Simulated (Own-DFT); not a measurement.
Simulation results for AlGa$_{3}$N$_{4}$ (wurtzite random alloy, strained, atoms displaced)

A calculation, not a measurement: plane-wave PBE density functional theory by an unreviewed code, no spin, of a simulated periodic cell, stress positive in tension, free energy of the whole cell less one offset for each atom, forces on such cells passed a denser k mesh, this cell's mesh not checked; offsets are fitted by least squares, one for each functional and potential file, so energies compare only between cells with the same atoms and settings and are not formation energies; the far tail of each file's local potential was reset to the Coulomb form; each entry is a single point on an unrelaxed cell, so the pressure reflects the starting lattice, mostly measured values, from which strain is counted, and rises with the displacements; printed positions are rounded, which can move forces by about a meV/angstrom; the program is a retired in-house code; no spin-orbit coupling. Program: Own-DFT development build.

Common to all runs: functional PBE; potential files PseudoDojo norm-conserving, scalar-relativistic, standard set with the stringent files for Ga; wave cutoff 96 hartree; occupations Gaussian; smearing width 0.01 eV; k mesh 4 x 4 x 3 centred on Gamma.

```yaml
- entry: 1
  formula: AlGa3N4
  kind: "wurtzite random alloy, strained, atoms displaced"
  structure:
    cell_angstrom: [[9.5568, 0.0, 0.0], [-4.7784, 8.2764, 0.0], [0.0, 0.0, 10.2685]]
    atoms_fractional:
      - [Al, 0.1139, 0.22482, 0.99291]
      - [Al, 0.21785, 0.11288, 0.24588]
      - ["N", 0.11915, 0.22275, 0.19411]
      - ["N", 0.21593, 0.11144, 0.43615]
      - [Ga, 0.12783, 0.22771, 0.48901]
      - [Ga, 0.22755, 0.11347, 0.75606]
      - ["N", 0.11591, 0.22681, 0.68212]
      - ["N", 0.23336, 0.10843, 0.93846]
      - [Ga, 0.10815, 0.55458, 0.00286]
      - [Ga, 0.21326, 0.4451, 0.25014]
      - ["N", 0.12517, 0.5578, 0.18576]
      - ["N", 0.22606, 0.4399, 0.43453]
      - [Ga, 0.11779, 0.56322, 0.49459]
      - [Ga, 0.22604, 0.4484, 0.74612]
      - ["N", 0.10647, 0.55216, 0.68664]
      - ["N", 0.23445, 0.44794, 0.9362]
      - [Ga, 0.11922, 0.89749, 0.00218]
      - [Ga, 0.23266, 0.79027, 0.25169]
      - ["N", 0.11807, 0.88323, 0.18296]
      - ["N", 0.217, 0.78057, 0.43502]
      - [Ga, 0.11989, 0.88569, 0.49836]
      - [Al, 0.22335, 0.78105, 0.74605]
      - ["N", 0.11528, 0.8853, 0.69599]
      - ["N", 0.22293, 0.78276, 0.9393]
      - [Al, 0.43478, 0.21489, 0.9878]
      - [Ga, 0.56221, 0.10921, 0.25585]
      - ["N", 0.45079, 0.21872, 0.18939]
      - ["N", 0.55899, 0.1074, 0.43614]
      - [Ga, 0.4451, 0.215, 0.49665]
      - [Ga, 0.55227, 0.11431, 0.74936]
      - ["N", 0.44691, 0.21906, 0.69399]
      - ["N", 0.5432, 0.10182, 0.93258]
      - [Al, 0.44904, 0.56879, 0.00262]
      - [Ga, 0.55966, 0.44731, 0.25339]
      - ["N", 0.44784, 0.56851, 0.18842]
      - ["N", 0.56153, 0.44589, 0.43038]
      - [Al, 0.43513, 0.54661, 0.49858]
      - [Ga, 0.55144, 0.44247, 0.75064]
      - ["N", 0.45058, 0.55117, 0.68453]
      - ["N", 0.55186, 0.44553, 0.93744]
      - [Al, 0.44684, 0.88465, 0.99867]
      - [Ga, 0.55823, 0.78011, 0.25504]
      - ["N", 0.44133, 0.88935, 0.18707]
      - ["N", 0.5661, 0.78573, 0.43457]
      - [Ga, 0.4491, 0.88865, 0.50593]
      - [Ga, 0.55556, 0.77694, 0.74672]
      - ["N", 0.45035, 0.88934, 0.69215]
      - ["N", 0.56125, 0.78075, 0.93964]
      - [Ga, 0.78776, 0.24045, 0.01107]
      - [Ga, 0.88178, 0.11551, 0.24961]
      - ["N", 0.77848, 0.232, 0.18794]
      - ["N", 0.88581, 0.1162, 0.43275]
      - [Ga, 0.78414, 0.22135, 0.49947]
      - [Ga, 0.8826, 0.10501, 0.75005]
      - ["N", 0.77128, 0.21959, 0.70077]
      - ["N", 0.88448, 0.10856, 0.94375]
      - [Ga, 0.79368, 0.56087, 0.00584]
      - [Ga, 0.88379, 0.43688, 0.24857]
      - ["N", 0.76862, 0.54409, 0.18903]
      - ["N", 0.88676, 0.44405, 0.43991]
      - [Ga, 0.77811, 0.55425, 0.49602]
      - [Ga, 0.88601, 0.45035, 0.74931]
      - ["N", 0.79088, 0.57426, 0.6933]
      - ["N", 0.88935, 0.45168, 0.93925]
      - [Al, 0.77993, 0.89634, 0.00137]
      - [Ga, 0.88279, 0.78272, 0.24711]
      - ["N", 0.77689, 0.88793, 0.187]
      - ["N", 0.89351, 0.77495, 0.43445]
      - [Al, 0.77333, 0.88928, 0.50682]
      - [Ga, 0.8735, 0.77268, 0.74756]
      - ["N", 0.7658, 0.89247, 0.69214]
      - ["N", 0.89981, 0.78748, 0.9446]
  results:
    "free_energy_of_cell_above_offsets [eV]": "-8.047"
    "pressure [GPa]": 5.76
    "stress_xx [GPa]": -4.91
    "stress_yy [GPa]": -4.8
    "stress_zz [GPa]": -7.56
    "stress_yz [GPa]": 0.09
    "stress_xz [GPa]": -0.3
    "stress_xy [GPa]": 1.72
    force_element: [Al, Al, "N", "N", Ga, Ga, "N", "N", Ga, Ga, "N", "N", Ga, Ga, "N", "N", Ga, Ga, "N", "N", Ga, Al, "N", "N", Al, Ga, "N", "N", Ga, Ga, "N", "N", Al, Ga, "N", "N", Al, Ga, "N", "N", Al, Ga, "N", "N", Ga, Ga, "N", "N", Ga, Ga, "N", "N", Ga, Ga, "N", "N", Ga, Ga, "N", "N", Ga, Ga, "N", "N", Al, Ga, "N", "N", Al, Ga, "N", "N"]
    "force_x [eV/angstrom]": [0.398, 2.407, -1.596, 2.831, -3.015, -0.923, -0.168, -3.545, 1.224, 2.936, -3.134, -0.551, -0.497, -0.276, 0.638, -0.889, 0.229, -0.282, -2.191, 2.947, -2.975, 0.538, -0.911, 1.52, 3.119, -1.679, -1.736, -0.136, -0.465, 1.3, -1.11, 0.623, 1.045, -1.562, 0.28, -1.555, 1.893, 1.357, -1.421, 0.078, -0.956, -0.613, 1.927, -0.48, -0.11, -0.925, -1.781, -0.168, -0.948, 1.632, 0.708, 1.663, -1.064, 0.403, 0.787, 1.057, -3.068, 0.348, 1.385, 0.984, -0.07, 0.616, -0.944, 1.371, 0.572, 2.088, -0.817, -1.387, 1.31, 1.451, 2.159, -1.874]
    "force_y [eV/angstrom]": [-0.06, -0.736, -0.143, -1.411, -0.782, -0.704, -0.895, 1.03, 1.098, -0.424, 0.645, 2.032, -1.394, -0.343, 1.488, -0.596, -1.29, -1.442, 1.616, -0.527, 1.205, -0.85, 0.607, -0.8, 2.153, -0.106, -0.134, 0.075, 0.754, -1.045, 0.969, 0.632, -1.31, -1.145, -1.539, -0.339, 1.165, 0.217, 0.917, -0.107, 0.679, 0.232, 0.588, -1.542, -0.134, -1.11, -0.667, 0.236, -2.219, -0.565, -1.983, -1.527, 0.707, 2.039, 0.998, 1.242, 0.736, 3.045, 1.867, -0.141, 0.674, -0.602, -4.279, -0.701, -1.189, -0.996, 1.305, 1.164, 0.464, 3.647, -0.343, -0.108]
    "force_z [eV/angstrom]": [0.764, 0.106, -1.922, -1.269, 1.815, -1.638, 0.721, 0.269, -1.245, -0.531, 0.669, 0.593, 0.628, 0.282, -0.046, 0.599, -0.774, -0.877, 1.775, 0.304, 1.359, 1.386, -1.143, -0.92, 2.385, -1.896, -0.666, 1.612, 0.041, 0.828, -1.92, 2.001, -0.062, -2.468, -0.3, 3.133, -0.527, 0.606, -1.299, 0.934, -0.217, -1.484, -0.611, 2.503, -0.77, 1.371, -0.443, 0.221, -3.223, -0.686, 0.831, 1.328, 1.456, 0.566, -1.761, 0.181, -0.604, 1.115, 0.189, -0.257, 0.624, -0.031, -1.924, -0.358, -0.101, 0.029, -0.738, 1.167, -1.445, 1.981, -1.765, -0.449]
- entry: 2
  formula: AlGa3N4
  kind: "wurtzite random alloy, strained, atoms displaced"
  structure:
    cell_angstrom: [[9.5568, 0.0, 0.0], [-4.7784, 8.2764, 0.0], [0.0, 0.0, 10.2685]]
    atoms_fractional:
      - [Ga, 0.11245, 0.21665, 0.00661]
      - [Ga, 0.21576, 0.10204, 0.24681]
      - ["N", 0.10254, 0.22048, 0.19067]
      - ["N", 0.22134, 0.11272, 0.43669]
      - [Ga, 0.11161, 0.22197, 0.49596]
      - [Ga, 0.2256, 0.11296, 0.75215]
      - ["N", 0.10691, 0.2159, 0.69143]
      - ["N", 0.22564, 0.11103, 0.94148]
      - [Ga, 0.11441, 0.55487, 0.00279]
      - [Ga, 0.21494, 0.44388, 0.24804]
      - ["N", 0.1159, 0.55825, 0.18658]
      - ["N", 0.21809, 0.44087, 0.43695]
      - [Ga, 0.10795, 0.55846, 0.50028]
      - [Ga, 0.21902, 0.44941, 0.7512]
      - ["N", 0.11188, 0.5565, 0.68906]
      - ["N", 0.22133, 0.45014, 0.93505]
      - [Ga, 0.12063, 0.89783, 0.00287]
      - [Al, 0.21915, 0.77722, 0.25476]
      - ["N", 0.11698, 0.89203, 0.19369]
      - ["N", 0.22766, 0.78775, 0.43561]
      - [Ga, 0.1141, 0.88778, 0.48891]
      - [Al, 0.22039, 0.77313, 0.75245]
      - ["N", 0.11888, 0.89492, 0.68331]
      - ["N", 0.22432, 0.78302, 0.94222]
      - [Ga, 0.45001, 0.2308, 0.99482]
      - [Ga, 0.56256, 0.10642, 0.24701]
      - ["N", 0.4463, 0.21988, 0.19177]
      - ["N", 0.5504, 0.11422, 0.43496]
      - [Ga, 0.44713, 0.22303, 0.49967]
      - [Ga, 0.5601, 0.10979, 0.75098]
      - ["N", 0.43467, 0.21623, 0.6843]
      - ["N", 0.55172, 0.10967, 0.93948]
      - [Al, 0.43981, 0.55051, 0.99958]
      - [Ga, 0.55337, 0.44145, 0.24775]
      - ["N", 0.44614, 0.55487, 0.17983]
      - ["N", 0.56782, 0.44819, 0.43787]
      - [Ga, 0.44712, 0.56157, 0.50407]
      - [Al, 0.56342, 0.45161, 0.75265]
      - ["N", 0.42754, 0.54165, 0.68413]
      - ["N", 0.55097, 0.44203, 0.94603]
      - [Ga, 0.45102, 0.89166, 0.9908]
      - [Ga, 0.55718, 0.77409, 0.24797]
      - ["N", 0.44343, 0.88362, 0.19082]
      - ["N", 0.56132, 0.77023, 0.43828]
      - [Ga, 0.45176, 0.8953, 0.50269]
      - [Al, 0.554, 0.7851, 0.74866]
      - ["N", 0.44642, 0.88554, 0.68593]
      - ["N", 0.55756, 0.77284, 0.94768]
      - [Ga, 0.77681, 0.22418, 0.99742]
      - [Al, 0.88929, 0.10892, 0.24878]
      - ["N", 0.77739, 0.21636, 0.18532]
      - ["N", 0.88678, 0.10854, 0.44403]
      - [Ga, 0.77265, 0.21787, 0.49268]
      - [Ga, 0.89637, 0.11426, 0.75286]
      - ["N", 0.78514, 0.22672, 0.68984]
      - ["N", 0.87992, 0.10657, 0.93323]
      - [Al, 0.77272, 0.54832, 0.99644]
      - [Ga, 0.89755, 0.44995, 0.24606]
      - ["N", 0.77859, 0.5597, 0.18401]
      - ["N", 0.89745, 0.45099, 0.43179]
      - [Ga, 0.77675, 0.54951, 0.49594]
      - [Ga, 0.88614, 0.44089, 0.74549]
      - ["N", 0.78237, 0.56044, 0.69467]
      - ["N", 0.88621, 0.44436, 0.93591]
      - [Al, 0.77017, 0.88213, 0.99033]
      - [Ga, 0.88386, 0.77926, 0.24631]
      - ["N", 0.77912, 0.90048, 0.18717]
      - ["N", 0.87951, 0.77688, 0.44482]
      - [Ga, 0.79093, 0.88936, 0.49753]
      - [Al, 0.89002, 0.78203, 0.74565]
      - ["N", 0.77913, 0.88918, 0.6874]
      - ["N", 0.89203, 0.78685, 0.93255]
  results:
    "free_energy_of_cell_above_offsets [eV]": "-10.751"
    "pressure [GPa]": 4.57
    "stress_xx [GPa]": -4.05
    "stress_yy [GPa]": -4.11
    "stress_zz [GPa]": -5.54
    "stress_yz [GPa]": -0.07
    "stress_xz [GPa]": 0.72
    "stress_xy [GPa]": 0.72
    force_element: [Ga, Ga, "N", "N", Ga, Ga, "N", "N", Ga, Ga, "N", "N", Ga, Ga, "N", "N", Ga, Al, "N", "N", Ga, Al, "N", "N", Ga, Ga, "N", "N", Ga, Ga, "N", "N", Al, Ga, "N", "N", Ga, Al, "N", "N", Ga, Ga, "N", "N", Ga, Al, "N", "N", Ga, Al, "N", "N", Ga, Ga, "N", "N", Al, Ga, "N", "N", Ga, Ga, "N", "N", Al, Ga, "N", "N", Ga, Al, "N", "N"]
    "force_x [eV/angstrom]": [-1.212, 0.556, 0.496, 0.278, -0.057, -0.905, 0.704, -0.218, -1.036, 1.703, -0.683, 0.116, 1.373, 0.137, -0.75, 1.33, -0.858, 1.263, -0.259, 0.959, -1.247, -0.741, -0.181, 0.451, -0.071, -1.426, -0.221, 1.426, -1.209, -0.718, 2.149, 0.381, -0.234, 0.096, -0.552, -2.044, 0.175, -1.133, 2.497, 0.326, -0.581, -0.369, -0.883, -0.923, 0.286, 1.733, -0.788, -0.624, 0.449, -0.772, 1.018, -0.044, 0.43, -0.669, -0.771, 0.718, 0.345, -1.139, 0.451, -0.74, 0.554, 0.269, -0.998, -0.197, 1.311, 0.042, 0.737, 3.648, -3.256, 0.89, -0.733, -0.057]
    "force_y [eV/angstrom]": [0.401, 2.467, -0.263, -0.024, -0.047, -0.582, 1.341, 0.907, 0.57, 0.016, 1.142, 1.021, 0.308, -1.836, 1.003, -0.792, -1.397, 0.446, -2.134, -1.443, 0.762, 0.998, -1.778, -0.717, -2.021, -0.148, -0.241, -0.54, 0.468, 0.565, 1.962, 0.655, 0.415, 0.108, -0.603, -0.863, -1.557, -0.999, 2.067, 2.121, -0.739, 0.116, -0.253, 1.704, -0.779, -1.39, -0.239, -0.698, -0.339, 0.376, 0.989, 0.392, 0.66, -0.642, -1.066, -0.347, 1.642, -0.761, -0.429, -0.937, 1.119, 0.904, -0.125, 0.506, 1.391, 0.213, -0.921, -1.419, 0.913, 0.506, -0.835, -1.269]
    "force_z [eV/angstrom]": [-1.452, 0.827, 0.264, -0.306, 1.093, -0.481, -0.565, -0.065, -0.936, 0.444, 0.672, 0.068, -0.067, -0.517, -0.004, 1.333, -0.204, -1.22, -0.456, -0.198, 1.636, -0.451, 0.854, -1.373, 1.69, -0.265, -0.813, 0.352, -0.439, -0.669, 1.371, -0.519, -0.313, 0.132, 0.717, -0.113, -1.218, -0.676, 2.07, -2.079, 2.018, 0.019, -0.324, -0.036, -1.395, 0.073, 1.552, -2.375, -0.05, 0.57, 0.718, -2.058, 0.845, -1.035, -1.008, 1.863, 0.05, -0.588, -0.561, 0.654, 0.904, 0.676, -0.487, 0.653, 1.131, 0.231, -1.015, -2.026, 1.322, 0.112, 0.868, 0.574]
- entry: 3
  formula: AlGa3N4
  kind: "wurtzite random alloy, strained, atoms displaced"
  structure:
    cell_angstrom: [[9.5568, 0.0, 0.0], [-4.7784, 8.2764, 0.0], [0.0, 0.0, 10.2685]]
    atoms_fractional:
      - [Al, 0.09919, 0.21862, 0.99884]
      - [Ga, 0.22113, 0.10427, 0.24704]
      - ["N", 0.10993, 0.21223, 0.18996]
      - ["N", 0.22337, 0.11352, 0.43429]
      - [Ga, 0.11063, 0.22051, 0.50471]
      - [Ga, 0.22125, 0.10636, 0.74854]
      - ["N", 0.11769, 0.22706, 0.6911]
      - ["N", 0.21949, 0.11487, 0.94723]
      - [Ga, 0.11178, 0.55798, 0.99692]
      - [Al, 0.22025, 0.44678, 0.24804]
      - ["N", 0.1027, 0.54148, 0.18087]
      - ["N", 0.23114, 0.44657, 0.43853]
      - [Ga, 0.10863, 0.5561, 0.50354]
      - [Ga, 0.22725, 0.44964, 0.74222]
      - ["N", 0.10932, 0.55784, 0.69504]
      - ["N", 0.22816, 0.45132, 0.94442]
      - [Ga, 0.10831, 0.88182, 0.99416]
      - [Ga, 0.21918, 0.77931, 0.25124]
      - ["N", 0.11013, 0.89784, 0.18692]
      - ["N", 0.22924, 0.78128, 0.44106]
      - [Al, 0.11426, 0.89222, 0.49588]
      - [Al, 0.21712, 0.76551, 0.75152]
      - ["N", 0.12151, 0.89795, 0.68772]
      - ["N", 0.22429, 0.7781, 0.93746]
      - [Ga, 0.446, 0.22521, 0.99545]
      - [Ga, 0.54908, 0.10524, 0.25353]
      - ["N", 0.44712, 0.22633, 0.19051]
      - ["N", 0.55028, 0.10623, 0.45196]
      - [Ga, 0.42773, 0.21217, 0.48969]
      - [Ga, 0.55168, 0.10641, 0.75873]
      - ["N", 0.45339, 0.2197, 0.68781]
      - ["N", 0.55312, 0.09805, 0.93462]
      - [Al, 0.43704, 0.56088, 0.99721]
      - [Ga, 0.55864, 0.44976, 0.24786]
      - ["N", 0.44423, 0.5586, 0.18711]
      - ["N", 0.54977, 0.44421, 0.44881]
      - [Ga, 0.44548, 0.57025, 0.50329]
      - [Ga, 0.55128, 0.44594, 0.75563]
      - ["N", 0.45377, 0.55778, 0.69484]
      - ["N", 0.5499, 0.4457, 0.94268]
      - [Ga, 0.43691, 0.88903, 0.999]
      - [Ga, 0.54663, 0.76539, 0.24736]
      - ["N", 0.44311, 0.88406, 0.1894]
      - ["N", 0.54929, 0.77014, 0.43717]
      - [Ga, 0.44108, 0.89446, 0.4913]
      - [Ga, 0.54969, 0.77339, 0.75057]
      - ["N", 0.44301, 0.88791, 0.6879]
      - ["N", 0.55614, 0.7903, 0.94261]
      - [Al, 0.77573, 0.22396, 0.00434]
      - [Ga, 0.88445, 0.11048, 0.24754]
      - ["N", 0.78295, 0.23091, 0.18831]
      - ["N", 0.88729, 0.11603, 0.44458]
      - [Al, 0.78394, 0.2275, 0.50582]
      - [Ga, 0.88666, 0.11635, 0.74648]
      - ["N", 0.77502, 0.22492, 0.69742]
      - ["N", 0.88755, 0.10494, 0.93673]
      - [Ga, 0.77584, 0.5504, 0.98819]
      - [Al, 0.8915, 0.45122, 0.24406]
      - ["N", 0.77702, 0.565, 0.19529]
      - ["N", 0.88505, 0.43942, 0.44054]
      - [Al, 0.77825, 0.54936, 0.50711]
      - [Ga, 0.87828, 0.44598, 0.74974]
      - ["N", 0.76924, 0.55434, 0.68994]
      - ["N", 0.88196, 0.44843, 0.93494]
      - [Ga, 0.77444, 0.88664, 0.99588]
      - [Ga, 0.88415, 0.77646, 0.24625]
      - ["N", 0.77632, 0.8926, 0.18893]
      - ["N", 0.88673, 0.78259, 0.44222]
      - [Ga, 0.76635, 0.88305, 0.49802]
      - [Ga, 0.88522, 0.78589, 0.74588]
      - ["N", 0.77732, 0.89137, 0.69477]
      - ["N", 0.88757, 0.77548, 0.94055]
  results: {}
```

Question: Estimate the pressure of AlGa$_{3}$N$_{4}$ (wurtzite random alloy, strained, atoms displaced) (entry 3).
Answer: 4.76 GPa

Question: Give the table of force values for AlGa$_{3}$N$_{4}$ (wurtzite random alloy, strained, atoms displaced) (entry 3).
Answer: 
Force:
```csv
element,x (eV/Å),y (eV/Å),z (eV/Å)
Al,1.502,0.458,0.581
Ga,-0.285,2.055,-0.126
N,-1.135,2.085,-0.675
N,-1.817,-2.283,0.257
Ga,-0.063,0.377,-1.079
Ga,0.804,1.764,1.135
N,-0.496,-0.321,0.071
N,-0.259,-0.334,-1.021
Ga,-0.237,-0.534,-0.432
Al,0.894,-1.299,0.069
N,-0.153,1.224,1.756
N,-1.796,-0.096,-0.46
Ga,0.601,-0.297,-0.541
Ga,0.021,-0.366,1.439
N,-0.198,-0.53,-0.608
N,-0.827,-1.582,-0.952
Ga,-0.437,1.39,0.58
Ga,-0.078,-0.474,-0.648
N,0.875,-2.833,-0.303
N,-2.66,-0.828,-0.524
Al,-0.685,-0.185,0.515
Al,0.072,2.731,-0.454
N,-0.086,-2.74,-0.845
N,-0.827,-0.606,-0.905
Ga,-0.199,-0.878,0.719
Ga,0.58,0.906,0.114
N,0.398,-0.473,-0.276
N,1.314,2.419,-1.971
Ga,2.475,2.446,2.151
Ga,0.063,-0.224,-2.586
N,-1.781,0.503,0.233
N,0.029,2.681,2.749
Al,1.546,0.531,0.739
Ga,-0.628,-0.485,1.362
N,-0.951,-1.911,-1.078
N,1.129,0.487,-0.887
Ga,1.303,-3.022,0.46
Ga,0.983,-1.695,-0.776
N,-1.798,0.128,-0.827
N,-0.484,0.808,0.168
Ga,0.853,-0.183,0.836
Ga,0.649,2.014,0.257
N,-0.786,0.262,0.16
N,-0.534,2.556,-0.571
Ga,1.791,-1.274,2.193
Ga,-0.061,1.57,0.525
N,-0.698,-1.191,0.118
N,0.241,-2.54,-0.381
Al,0.279,-0.647,-1.076
Ga,0.664,0.41,0.732
N,-0.912,-0.002,-0.275
N,-0.388,-0.341,-0.127
Al,-1.075,-0.938,0.104
Ga,0.666,-0.194,0.559
N,0.219,0.106,-1.726
N,-0.917,1.911,0.618
Ga,-1.767,1.343,1.975
Al,-0.775,-0.566,0.912
N,1.812,-1.971,-1.456
N,-0.261,0.694,-0.469
Al,-1.533,0.481,-1.256
Ga,0.764,-0.109,-0.199
N,0.612,0.979,-0.336
N,2.062,-1.945,0.844
Ga,0.229,0.147,0.836
Ga,-0.119,1.696,0.985
N,-0.395,-0.766,-0.088
N,1.589,-1.042,0.302
Ga,0.705,1.034,0.466
Ga,1.718,-0.718,0.346
N,-1.077,0.298,-1.151
N,-0.263,-0.07,-0.778
```

Further results for AlGa$_{3}$N$_{4}$ (wurtzite random alloy, strained, atoms displaced) (entry 3):

- free energy of cell above offsets: -9.916 eV
- stress xx: -4.17 GPa
- stress yy: -6.05 GPa
- stress zz: -4.05 GPa
- stress yz: -0.55 GPa
- stress xz: -0.95 GPa
- stress xy: 0.03 GPa
